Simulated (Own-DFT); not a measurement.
# Two functionals across a range of volumes: C11b WSi2, 30 atoms (Si20W10)

Calculated, not measured: single-point runs of Own-DFT, a retired in-house plane-wave DFT program that no person has reviewed, on unrelaxed cells, without spin or spin-orbit coupling.

Known weak points: forces on such cells failed a check on a denser k mesh; stress not checked against mesh or cutoff.

Each geometry was run with PBE and with PBEsol, otherwise alike: PseudoDojo norm-conserving scalar-relativistic files made for PBE; cutoff 50 hartree; 5 x 5 x 5 k mesh centred on Gamma; cold (Marzari-Vanderbilt) smearing of 0.2 eV. Unstrained cell vectors in Å: (-2.149, -5.953, 3.409); (-6.444, 2.976, 1.136); (-2.553, -2.948, -6.757). Each has a uniform strain, of which the change of volume is shown, and random moves of rms u per axis.

| run | volume change (%) | u (Å) | P with PBE (GPa) | P with PBEsol (GPa) |
|---|---|---|---|---|
| 1 | 1.07 | 0.0547 | 3.63 | -0.43 |
| 2 | 2.30 | 0.0480 | 0.51 | -3.47 |
| 3 | -3.19 | 0.0525 | 16.05 | 11.78 |
| 4 | 0.10 | 0.0481 | 6.53 | 2.45 |
| 5 | 1.03 | 0.0492 | 4.97 | 0.92 |
| 6 | 1.44 | 0.0483 | 3.48 | -0.54 |
| 7 | -1.63 | 0.0488 | 10.29 | 6.13 |
| 8 | 0.14 | 0.0546 | 6.39 | 2.32 |
| 9 | 1.94 | 0.0500 | 2.96 | -1.03 |
| 10 | -0.53 | 0.0493 | 7.71 | 3.57 |
| 11 | -1.27 | 0.0464 | 9.92 | ? |

Question: by how much does PBEsol shrink this cell, and what belongs in the blank?

## Worked answer

Write v for the change of volume as a fraction. Fitted to v and u², the PBE pressure has a slope of -257 ± 15 GPa in v, with the ions held to the strained lattice. The difference PBEsol less PBE is -4.10 + 5.1 v GPa (slope ± 0.3) and averages -4.08 GPa. Divided by the mean slope of the two, 254 GPa, that makes PBEsol's volume at a given pressure, near 4 GPa, about 1.6 % smaller, or 0.53 % in lengths. At one volume PBEsol's slope is the smaller by 5 GPa, but its pressure there is lower too. If stiffness rises by about 4 GPa for each GPa, PBEsol at equal pressure is stiffer by about 11 GPa. Files made for PBEsol would give a different shift.

For run 11 the line gives 5.76 GPa. The hidden result is 5.75 GPa.
